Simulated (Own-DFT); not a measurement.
Simulation results for AlGa₃N₄ (wurtzite random alloy, strained, atoms displaced), Al₃GaN₄ (wurtzite random alloy, strained, atoms displaced)

A calculation, not a measurement: plane-wave PBE density functional theory by an unreviewed code, no spin, of a simulated periodic cell, stress positive in tension, free energy of the whole cell less one offset for each atom, forces on such cells passed a denser k mesh, this cell's mesh not checked; offsets are fitted by least squares, one for each functional and potential file, so energies compare only between cells with the same atoms and settings and are not formation energies; the far tail of each file's local potential was reset to the Coulomb form; each entry is a single point on an unrelaxed cell, so the pressure reflects the starting lattice, mostly measured values, from which strain is counted, and rises with the displacements; printed positions are rounded, which can move forces by about a meV/angstrom; the program is a retired in-house code; no spin-orbit coupling. Program: Own-DFT development build.

Common to all runs: functional PBE; k mesh 4 x 4 x 3 centred on Gamma.

```yaml
- entry: 1
  formula: AlGa3N4
  kind: "wurtzite random alloy, strained, atoms displaced"
  structure:
    cell_angstrom: [[9.3428, 0.0, 0.0], [-4.6714, 8.0911, 0.0], [0.0, 0.0, 10.2685]]
    atoms_fractional:
      - [Ga, 0.12018, 0.23827, 0.99684]
      - [Al, 0.21612, 0.0995, 0.25173]
      - ["N", 0.11683, 0.23062, 0.18105]
      - ["N", 0.2215, 0.11368, 0.44789]
      - [Ga, 0.11091, 0.21845, 0.50293]
      - [Ga, 0.23336, 0.12449, 0.74429]
      - ["N", 0.11344, 0.23033, 0.68721]
      - ["N", 0.23152, 0.12033, 0.93691]
      - [Ga, 0.1173, 0.55848, 0.99792]
      - [Ga, 0.2199, 0.44933, 0.25718]
      - ["N", 0.11942, 0.56749, 0.18865]
      - ["N", 0.21523, 0.43215, 0.44076]
      - [Ga, 0.11534, 0.55583, 0.49905]
      - [Al, 0.21661, 0.44465, 0.75367]
      - ["N", 0.10928, 0.56782, 0.68743]
      - ["N", 0.2246, 0.44669, 0.93444]
      - [Ga, 0.11778, 0.9065, 0.99645]
      - [Ga, 0.1988, 0.76867, 0.24846]
      - ["N", 0.10456, 0.89154, 0.18539]
      - ["N", 0.23051, 0.78637, 0.42863]
      - [Ga, 0.11479, 0.8926, 0.50653]
      - [Ga, 0.22577, 0.78529, 0.74916]
      - ["N", 0.12032, 0.90231, 0.69087]
      - ["N", 0.22216, 0.77523, 0.94109]
      - [Ga, 0.44214, 0.22004, 0.99617]
      - [Ga, 0.5651, 0.11833, 0.25254]
      - ["N", 0.44846, 0.2251, 0.17949]
      - ["N", 0.55244, 0.10989, 0.43522]
      - [Ga, 0.4438, 0.22676, 0.50149]
      - [Ga, 0.56375, 0.12247, 0.74978]
      - ["N", 0.4508, 0.23772, 0.68292]
      - ["N", 0.5616, 0.11951, 0.93432]
      - [Ga, 0.44681, 0.55007, 0.00172]
      - [Ga, 0.54922, 0.43932, 0.25121]
      - ["N", 0.43131, 0.54486, 0.19392]
      - ["N", 0.56884, 0.44666, 0.4399]
      - [Al, 0.43874, 0.54109, 0.50533]
      - [Ga, 0.55082, 0.4476, 0.7522]
      - ["N", 0.43704, 0.5643, 0.68875]
      - ["N", 0.55058, 0.44412, 0.93864]
      - [Ga, 0.44232, 0.89684, 0.99558]
      - [Ga, 0.55351, 0.77739, 0.25194]
      - ["N", 0.43984, 0.8957, 0.18391]
      - ["N", 0.55758, 0.7819, 0.44158]
      - [Ga, 0.44757, 0.89024, 0.49563]
      - [Al, 0.54986, 0.7751, 0.75664]
      - ["N", 0.4407, 0.89136, 0.68496]
      - ["N", 0.56683, 0.77951, 0.93985]
      - [Ga, 0.77894, 0.23598, 0.98711]
      - [Ga, 0.90117, 0.12244, 0.2448]
      - ["N", 0.77212, 0.21012, 0.18616]
      - ["N", 0.88421, 0.10635, 0.43932]
      - [Ga, 0.767, 0.22016, 0.49996]
      - [Al, 0.88624, 0.10877, 0.74623]
      - ["N", 0.78045, 0.23017, 0.68696]
      - ["N", 0.89219, 0.10838, 0.94057]
      - [Ga, 0.76809, 0.54854, 0.99484]
      - [Al, 0.87342, 0.42914, 0.24503]
      - ["N", 0.78323, 0.55376, 0.18452]
      - ["N", 0.88705, 0.44501, 0.45312]
      - [Al, 0.77027, 0.54486, 0.50686]
      - [Ga, 0.89073, 0.44114, 0.74666]
      - ["N", 0.78168, 0.55178, 0.69301]
      - ["N", 0.88788, 0.43823, 0.94452]
      - [Ga, 0.77303, 0.89178, 0.98959]
      - [Al, 0.87965, 0.76749, 0.25606]
      - ["N", 0.78575, 0.887, 0.18922]
      - ["N", 0.88917, 0.77883, 0.43931]
      - [Ga, 0.77488, 0.89329, 0.49898]
      - [Al, 0.89075, 0.77344, 0.75021]
      - ["N", 0.7852, 0.88742, 0.69558]
      - ["N", 0.8876, 0.7751, 0.93281]
  settings:
    potential_files: "PseudoDojo norm-conserving, scalar-relativistic, standard set"
    "wave_cutoff [hartree]": 42.0
    occupations: Fermi-Dirac
    "smearing_width [eV]": 0.1
  results:
    "free_energy_of_cell_above_offsets [eV]": "10.059"
    "pressure [GPa]": 15.47
    "stress_xx [GPa]": -16.02
    "stress_yy [GPa]": -20.01
    "stress_zz [GPa]": -10.38
    "stress_yz [GPa]": -0.41
    "stress_xz [GPa]": -0.53
    "stress_xy [GPa]": -1.34
    force_element: [Ga, Al, "N", "N", Ga, Ga, "N", "N", Ga, Ga, "N", "N", Ga, Al, "N", "N", Ga, Ga, "N", "N", Ga, Ga, "N", "N", Ga, Ga, "N", "N", Ga, Ga, "N", "N", Ga, Ga, "N", "N", Al, Ga, "N", "N", Ga, Ga, "N", "N", Ga, Al, "N", "N", Ga, Ga, "N", "N", Ga, Al, "N", "N", Ga, Al, "N", "N", Al, Ga, "N", "N", Ga, Al, "N", "N", Ga, Al, "N", "N"]
    "force_x [eV/angstrom]": [-0.293, 0.036, 1.43, 0.849, -1.806, -0.975, -0.994, -1.403, -0.811, -0.59, -1.407, 1.174, -0.591, -0.319, 1.969, 0.168, -0.606, 1.659, -0.992, -0.918, -0.132, -0.449, -1.118, -0.797, 0.941, -1.886, -1.075, -0.754, 0.789, -0.929, 0.794, -0.736, -1.508, 0.726, 1.531, -2.705, -0.185, 0.349, 0.296, 0.659, 1.419, -0.056, 0.355, -0.103, -0.586, 0.569, 1.993, -3.982, 1.851, -0.176, 0.73, -0.038, 1.715, 0.598, 1.415, -0.654, 1.379, 1.306, -0.72, -0.171, 1.575, 0.082, -1.626, 0.236, 3.272, 0.325, -0.818, 0.24, 1.265, 0.266, -1.595, 0.541]
    "force_y [eV/angstrom]": [-2.683, 2.037, -0.553, -0.334, -0.586, -0.563, -0.013, 0.228, -0.18, -0.771, -4.508, 2.021, 0.795, 0.953, -1.464, 1.458, -2.662, 3.43, -0.182, -1.099, -1.167, -0.025, -1.228, 1.268, 0.727, -1.792, -1.222, 0.616, -0.68, -1.191, -1.08, -0.711, 1.631, 0.633, 1.609, 0.095, 1.891, 1.611, -1.004, -0.823, -0.601, 0.808, -0.753, -2.834, -0.218, 1.339, 0.681, -1.815, -5.095, -2.323, 2.613, 1.933, 0.047, 0.202, -2.403, 2.198, 1.751, 1.447, -0.316, 0.102, 2.618, 1.418, 1.096, 4.606, 0.241, 1.009, -0.24, -1.449, -1.252, 0.664, -0.084, 0.126]
    "force_z [eV/angstrom]": [0.462, -0.127, 1.39, -2.78, 0.129, 0.98, 1.233, -1.39, 1.068, -0.551, -0.682, 0.347, 0.134, -1.18, 0.362, -1.06, 0.4, -0.058, 0.479, 1.705, -0.762, 0.82, 0.397, -1.122, 0.848, -0.881, 1.897, 0.652, -0.853, -0.664, 0.699, -0.507, 1.115, -0.301, -0.89, -0.009, -0.744, -0.124, -0.161, -0.859, 1.205, -0.849, 0.508, -0.224, 0.537, -0.996, 0.731, -1.503, 2.741, 0.568, -0.855, -0.498, -0.06, 0.715, 0.119, -2.058, 0.742, 0.787, 0.834, -2.824, 0.29, 1.189, -0.78, -2.21, 2.725, -0.886, -0.157, 0.299, 1.034, -0.03, -0.324, -0.188]
- entry: 2
  formula: Al3GaN4
  kind: "wurtzite random alloy, strained, atoms displaced"
  structure:
    cell_angstrom: [[9.6286, 0.0, 0.0], [-4.8143, 8.3386, 0.0], [0.0, 0.0, 10.0655]]
    atoms_fractional:
      - [Al, 0.10619, 0.22396, 0.00073]
      - [Al, 0.22719, 0.11956, 0.25279]
      - ["N", 0.11079, 0.22266, 0.19184]
      - ["N", 0.23127, 0.10697, 0.44621]
      - [Ga, 0.10661, 0.20795, 0.49849]
      - [Ga, 0.23518, 0.121, 0.74972]
      - ["N", 0.11875, 0.22368, 0.68393]
      - ["N", 0.21735, 0.11073, 0.94097]
      - [Al, 0.10707, 0.56162, 0.01098]
      - [Ga, 0.22455, 0.44704, 0.24208]
      - ["N", 0.114, 0.56517, 0.18582]
      - ["N", 0.21858, 0.43808, 0.44514]
      - [Ga, 0.11567, 0.55672, 0.4989]
      - [Al, 0.21835, 0.44671, 0.75276]
      - ["N", 0.10549, 0.55034, 0.68522]
      - ["N", 0.23167, 0.44178, 0.94541]
      - [Al, 0.11842, 0.89073, 0.00504]
      - [Al, 0.2178, 0.77068, 0.2469]
      - ["N", 0.10905, 0.89075, 0.18804]
      - ["N", 0.22003, 0.77922, 0.43543]
      - [Al, 0.11093, 0.88804, 0.50713]
      - [Al, 0.22996, 0.783, 0.75161]
      - ["N", 0.11657, 0.90152, 0.69082]
      - ["N", 0.22576, 0.7723, 0.93672]
      - [Al, 0.43304, 0.21258, 0.00316]
      - [Al, 0.55572, 0.11394, 0.25137]
      - ["N", 0.4504, 0.21751, 0.18106]
      - ["N", 0.54101, 0.11672, 0.44473]
      - [Al, 0.43843, 0.21294, 0.50122]
      - [Al, 0.55867, 0.11407, 0.74867]
      - ["N", 0.46321, 0.22955, 0.68791]
      - ["N", 0.55418, 0.10728, 0.92466]
      - [Ga, 0.44941, 0.55214, 0.00489]
      - [Al, 0.56816, 0.44918, 0.24959]
      - ["N", 0.43418, 0.55443, 0.18579]
      - ["N", 0.55851, 0.44849, 0.43889]
      - [Al, 0.44013, 0.55623, 0.49503]
      - [Al, 0.55705, 0.44229, 0.74701]
      - ["N", 0.44313, 0.55236, 0.69668]
      - ["N", 0.5562, 0.44111, 0.94409]
      - [Al, 0.44257, 0.88992, 0.00856]
      - [Al, 0.55447, 0.77952, 0.26488]
      - ["N", 0.44835, 0.89052, 0.18528]
      - ["N", 0.55395, 0.7693, 0.43645]
      - [Al, 0.4458, 0.89627, 0.50038]
      - [Al, 0.56437, 0.78144, 0.74863]
      - ["N", 0.44764, 0.88345, 0.69484]
      - ["N", 0.54992, 0.7781, 0.94576]
      - [Ga, 0.78222, 0.22582, 0.99801]
      - [Al, 0.89167, 0.11816, 0.23893]
      - ["N", 0.7808, 0.2214, 0.19078]
      - ["N", 0.87946, 0.10545, 0.43256]
      - [Al, 0.78155, 0.21241, 0.50092]
      - [Ga, 0.88173, 0.10329, 0.75556]
      - ["N", 0.76971, 0.21284, 0.69999]
      - ["N", 0.89251, 0.11423, 0.94233]
      - [Al, 0.79001, 0.56718, 0.99572]
      - [Al, 0.88526, 0.43931, 0.25178]
      - ["N", 0.77317, 0.55427, 0.1927]
      - ["N", 0.90268, 0.46317, 0.43776]
      - [Al, 0.7776, 0.56709, 0.4949]
      - [Al, 0.88671, 0.44176, 0.74355]
      - ["N", 0.77534, 0.56105, 0.69176]
      - ["N", 0.88513, 0.44747, 0.93127]
      - [Al, 0.78489, 0.89486, 0.99911]
      - [Al, 0.89722, 0.77764, 0.24748]
      - ["N", 0.78753, 0.89336, 0.19072]
      - ["N", 0.89783, 0.78197, 0.4452]
      - [Ga, 0.78054, 0.89722, 0.5025]
      - [Ga, 0.87949, 0.77452, 0.74723]
      - ["N", 0.77399, 0.88668, 0.68244]
      - ["N", 0.89774, 0.77798, 0.93575]
  settings:
    potential_files: "PseudoDojo norm-conserving, scalar-relativistic, standard set with the stringent files for Ga"
    "wave_cutoff [hartree]": 96.0
    occupations: Gaussian
    "smearing_width [eV]": 0.01
  results:
    "pressure [GPa]": null
    "stress_yy [GPa]": null
```

Q: Give the missing pressure for Al₃GaN₄ (wurtzite random alloy, strained, atoms displaced) (entry 2).
A: -2.69 GPa

Q: Al₃GaN₄ (wurtzite random alloy, strained, atoms displaced) (entry 2): stress yy?
A: 6.7 GPa

Q: Give the table of force values for Al₃GaN₄ (wurtzite random alloy, strained, atoms displaced) (entry 2).
A: 
Force:
| element | x (eV/Å) | y (eV/Å) | z (eV/Å) |
| --- | --- | --- | --- |
| Al | 1.597 | 0.394 | -0.326 |
| Al | 0.471 | -0.903 | -0.343 |
| N | 0.132 | -0.557 | -0.278 |
| N | -1.322 | -0.465 | -1.56 |
| Ga | -0.136 | 1.171 | -0.501 |
| Ga | -0.27 | -0.134 | -0.025 |
| N | -1.295 | 0.321 | 1.844 |
| N | 0.215 | -0.173 | 1.25 |
| Al | 1.036 | -0.755 | -3.817 |
| Ga | -0.782 | -0.419 | 1.364 |
| N | -1.038 | -1.531 | 1.694 |
| N | 0.756 | 0.271 | -1.166 |
| Ga | 0.199 | 0.33 | -0.368 |
| Al | 0.955 | -0.13 | -0.14 |
| N | 0.126 | 0.716 | 2.128 |
| N | -2.869 | -0.52 | -0.604 |
| Al | -0.403 | -0.023 | -1.877 |
| Al | 0.06 | 2.129 | 0.562 |
| N | 1.142 | 0.206 | 0.749 |
| N | 0.818 | 0.904 | 0.451 |
| Al | 0.599 | -0.115 | -0.897 |
| Al | -0.69 | -0.66 | -0.659 |
| N | 0.982 | -1.62 | 0.244 |
| N | -0.88 | 0.778 | 1.451 |
| Al | 1.19 | 1.231 | -2.317 |
| Al | 0.093 | -0.688 | -0.252 |
| N | -1 | 0.586 | 2.524 |
| N | 4.204 | -1.457 | -1.332 |
| Al | -0.614 | 3.017 | 0.828 |
| Al | -0.38 | -1.232 | -0.885 |
| N | -0.984 | -0.338 | -0.159 |
| N | -0.761 | -0.218 | 3.793 |
| Ga | 0.001 | 0.755 | -1.939 |
| Al | -2.317 | -0.957 | -0.214 |
| N | 2.702 | 1.223 | 2.921 |
| N | -0.328 | -0.479 | -0.062 |
| Al | 0.595 | -1.152 | 1.317 |
| Al | -0.554 | 0.676 | 0.902 |
| N | -0.012 | 0.548 | -1.102 |
| N | 1.214 | -0.314 | -0.55 |
| Al | 0.923 | -0.069 | -3.054 |
| Al | 0.552 | -0.059 | -4.894 |
| N | -0.41 | 0.164 | 2.991 |
| N | -1.143 | 1.211 | 2.746 |
| Al | -0.391 | -1.183 | 0.157 |
| Al | -1.509 | -1.571 | 1.142 |
| N | -0.416 | 0.904 | -1.383 |
| N | 1.652 | 1.2 | -0.928 |
| Ga | -1.604 | -0.061 | -0.843 |
| Al | 0.666 | -1.574 | 1.003 |
| N | -0.895 | 0.538 | 0.737 |
| N | 0.306 | 1.109 | -0.363 |
| Al | -1.867 | 1.805 | 0.455 |
| Ga | 1.114 | 0.955 | -1.142 |
| N | 0.906 | 1.403 | -2.282 |
| N | 0.428 | -0.647 | 0.904 |
| Al | -1.389 | -1.854 | 0.097 |
| Al | 0.044 | 1.09 | -0.107 |
| N | 2.012 | 0.902 | -0.788 |
| N | -1.786 | -2.531 | 0.055 |
| Al | 0.761 | -1.052 | 0.727 |
| Al | -0.302 | 0.498 | -0.121 |
| N | 0.716 | -1.721 | -1.174 |
| N | 1.119 | 0.619 | 1.302 |
| Al | -0.69 | -1.416 | 0.582 |
| Al | -1.276 | 0.372 | 0.707 |
| N | -0.538 | -0.365 | 0.151 |
| N | -0.537 | 0.289 | -1.012 |
| Ga | 0.568 | -1.661 | -2.271 |
| Ga | 1.627 | 0.967 | -0.105 |
| N | -0.306 | 0.255 | 2.435 |
| N | -0.788 | 1.068 | 1.628 |

Further results for Al₃GaN₄ (wurtzite random alloy, strained, atoms displaced) (entry 2):

- free energy of cell above offsets: -21.612 eV
- stress xx: 6.61 GPa
- stress zz: -5.23 GPa
- stress yz: 0.18 GPa
- stress xz: 0.14 GPa
- stress xy: -0.12 GPa
